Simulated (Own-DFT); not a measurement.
# Biaxial strain at fixed height in wurtzite AlGaN with randomly placed atoms, 72 atoms (Al27Ga9N36)

The numbers are computed, not measured, by runs of the plane-wave DFT program Own-DFT (in-house, retired, unreviewed) at fixed positions, with no spin and no spin-orbit coupling.

Method: PBE; PseudoDojo norm-conserving scalar-relativistic files (stringent for Ga); cutoff 96 hartree; 4 x 4 x 3 k mesh centred on Gamma; Gaussian smearing of 0.01 eV.

Known weak points: forces on such cells passed a denser k mesh, each cell not checked; stress not checked against mesh or cutoff.

Unstrained cell vectors in Å: (9.394, 0.000, 0.000); (-4.697, 8.135, 0.000); (0.000, 0.000, 10.066). The unstrained cell has measured lattice constants (interpolated for alloys), not those of this functional. That, the random moves and any unrelaxed bonds set the pressure at no strain. Each run strains x and y alike by e, as a substrate would, and holds the height along z. Random moves of width 0.05 Å per axis were added to every atom. The random placing of the alloy's atoms differs from row to row. Stress is positive in tension.

| e (%) | u (Å) | (s_xx + s_yy)/2 (GPa) | s_zz (GPa) |
|---|---|---|---|
| -3.00 | 0.050 | -27.05 | -11.04 |
| -2.75 | 0.051 | -24.34 | -11.88 |
| -2.50 | 0.048 | -23.12 | -8.58 |
| -2.00 | 0.049 | -19.48 | -9.64 |
| -1.75 | 0.048 | -17.35 | -9.87 |
| -1.00 | 0.054 | -11.39 | -11.14 |
| -0.75 | 0.048 | -8.95 | -9.46 |
| -0.50 | 0.051 | ? | ? |
| 2.25 | 0.055 | 4.74 | -3.28 |
| 2.75 | 0.049 | 7.45 | -3.78 |

## Working it out

With e as a fraction, the in-plane stress is -5.2 + 581 e - 5022 e² GPa (errors 11 and 761, scatter 0.64), and s_zz is -7.4 + 134 e GPa (slope ± 24, scatter 1.40). At e = 0 the first slope is C11 + C12 and the second 2 C13, both with the ions held to the strained lattice and at the cell's own pressure. The term in e² is negative: the layer stiffens under compression and softens under tension. A free layer would change its height as e changes, and the in-plane slope would drop by 2 C13²/C33 to the biaxial modulus. At fixed height, a misfit of 1 % moves the in-plane stress by about 5.8 GPa and s_zz by 1.3 GPa.

## Check

Q: what are the two stresses at e = -0.50 %?

The fitted form gives -8.2 and -8.1 GPa. The hidden result is -10.02 and -7.17 GPa.
